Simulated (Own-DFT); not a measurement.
# How strain changes the stress of 4H SiC, 32 atoms (C16Si16)

These are calculations, not measurements. The program, named Own-DFT, is a retired in-house plane-wave density functional code that no person has reviewed. Each row is one single-point run on a periodic cell that was not relaxed, without spin or spin-orbit coupling.

Settings of every run: PBE; PseudoDojo norm-conserving scalar-relativistic files; cutoff 42 hartree; 5 x 5 x 3 k mesh centred on Gamma; Fermi-Dirac smearing of 0.1 eV.

Known limits: forces on such cells passed a denser k mesh, each cell not checked; stress not checked against mesh or cutoff.

Unstrained cell vectors in Å: (6.165, 0.000, 0.000); (-3.083, 5.339, 0.000); (0.000, 0.000, 10.068). The unstrained cell has measured lattice constants (interpolated for alloys), not those of this functional. That, the random moves and any unrelaxed bonds set the pressure at no strain. Each run strains this cell uniformly, with the atoms carried along. Every atom was also moved at random, by a Gaussian of width 0.05 Å on each axis. Strain is the symmetric tensor, in per cent. Stress is positive in tension, and the pressure is minus a third of its trace.

| run | e_xx (%) | e_yy (%) | e_zz (%) | e_yz (%) | e_xz (%) | e_xy (%) | s_xx (GPa) | s_yy (GPa) | s_zz (GPa) | s_yz (GPa) | s_xz (GPa) | s_xy (GPa) | P (GPa) | E (meV/atom) |
|---|---|---|---|---|---|---|---|---|---|---|---|---|---|---|
| 1 | 1.66 | 0.54 | 0.71 | -1.38 | 1.84 | 1.23 | 1.27 | 0.55 | -1.32 | -5.39 | 6.76 | 7.24 | -0.16 | 39.1 |
| 2 | 0.34 | -1.42 | -1.91 | 0.28 | 1.69 | -1.13 | -5.54 | -16.09 | -16.29 | 2.30 | 6.63 | -5.98 | 12.64 | 34.1 |
| 3 | 1.85 | 0.88 | 0.39 | 1.47 | -0.32 | -0.38 | 3.95 | 2.31 | -1.29 | 4.86 | -1.35 | -2.25 | -1.66 | 0.0 |
| 4 | -0.47 | 1.09 | -0.28 | -1.45 | -0.92 | -1.19 | -7.73 | 0.80 | -7.36 | -4.74 | -3.89 | -6.15 | 4.76 | 13.0 |
| 5 | -0.34 | -1.90 | 1.73 | -0.91 | 0.70 | 1.79 | -7.87 | -15.53 | 1.35 | -3.29 | 2.31 | 10.18 | 7.35 | 51.4 |
| 6 | -0.89 | -0.27 | -0.76 | -0.87 | -0.80 | 0.20 | -9.19 | -9.22 | -9.65 | -3.35 | -2.13 | 1.42 | 9.35 | 1.9 |
| 7 | -0.52 | 1.76 | 0.15 | -0.13 | -0.53 | 0.27 | -4.61 | 0.92 | -3.73 | -1.28 | -1.42 | 3.86 | 2.47 | 14.8 |
| 8 | -1.75 | 0.36 | -1.11 | 0.97 | -1.34 | 1.32 | -14.93 | -4.46 | -13.57 | 3.71 | -4.56 | 5.73 | 10.98 | 16.2 |
| 9 | -1.04 | 1.85 | -0.87 | -1.36 | 1.05 | 1.15 | -9.22 | 3.54 | -9.45 | -5.44 | 4.03 | 5.84 | 5.04 | 6.4 |
| 10 | 0.95 | -0.64 | -0.69 | 0.20 | -0.91 | -0.42 | 0.74 | -10.59 | -7.78 | -1.02 | -3.22 | -0.12 | 5.88 | 4.8 |
| 11 | 1.31 | 1.86 | 0.20 | -1.39 | 0.44 | -1.90 | 3.91 | 4.63 | -4.19 | -5.11 | 1.09 | -7.16 | -1.45 | 27.4 |
| 12 | 0.68 | 1.06 | -0.64 | -1.34 | -0.56 | 0.61 | 1.66 | 0.62 | -10.87 | -4.48 | -2.49 | 1.58 | 2.86 | 17.3 |
| 13 | -1.09 | -0.26 | 0.60 | -0.74 | 1.72 | -0.71 | -9.35 | -8.46 | -4.41 | -4.70 | 6.80 | -2.27 | 7.41 | 28.9 |
| 14 | -1.46 | -0.66 | -0.71 | 1.35 | 1.71 | 0.93 | -14.63 | -12.26 | -11.26 | 4.95 | 7.70 | 1.87 | 12.72 | 45.5 |
| 15 | -1.94 | -1.45 | -0.20 | -1.65 | 1.37 | 1.95 | -19.97 | -18.04 | -7.23 | -6.95 | 6.08 | 13.59 | 15.08 | 56.8 |
| 16 | 1.41 | 1.01 | 0.71 | 0.21 | 0.45 | 1.42 | ? | ? | ? | ? | ? | ? | ? | ? |

E is the free energy for each atom above the lowest run shown.

## Worked fit

Each stress component was fitted by least squares to a constant and the strains of the runs shown, as fractions, with shears doubled. Shear strains stay in the fit of a normal stress only where such slopes are resolved. The slopes, in GPa:

```
stress,at no strain,per e_xx,per e_yy,per e_zz,scatter
s_xx,-5.3,527 ± 43,116 ± 42,11 ± 58,1.86
s_yy,-6.1,103 ± 34,583 ± 33,80 ± 46,1.48
s_zz,-5.9,57 ± 29,33 ± 28,510 ± 39,1.25
```

Each shear stress against twice its own strain: yz 178 ± 14, xz 192 ± 5, xy 238 ± 25 GPa. These are stiffnesses along x, y and z of the frame in which the cell vectors are given, which need not be the crystal's axes. The atoms are held to the strained lattice; where symmetry lets them move under strain, relaxing them would lower some slopes. The table should be nearly symmetric about its diagonal, and what it lacks of that shows the noise. A ninth of its sum, 225 ± 7 GPa, estimates the bulk modulus near the mean pressure of these runs, 6.2 GPa, so it lies above the value at zero pressure.

## Withheld run

Question: what normal stresses and pressure should run 16 give?

The fit gives s_xx = 3.3, s_yy = 1.8, s_zz = -1.2 and P = -1.3 GPa. The calculation gave 5.15, 0.95, -0.68 and P = -1.80 GPa.
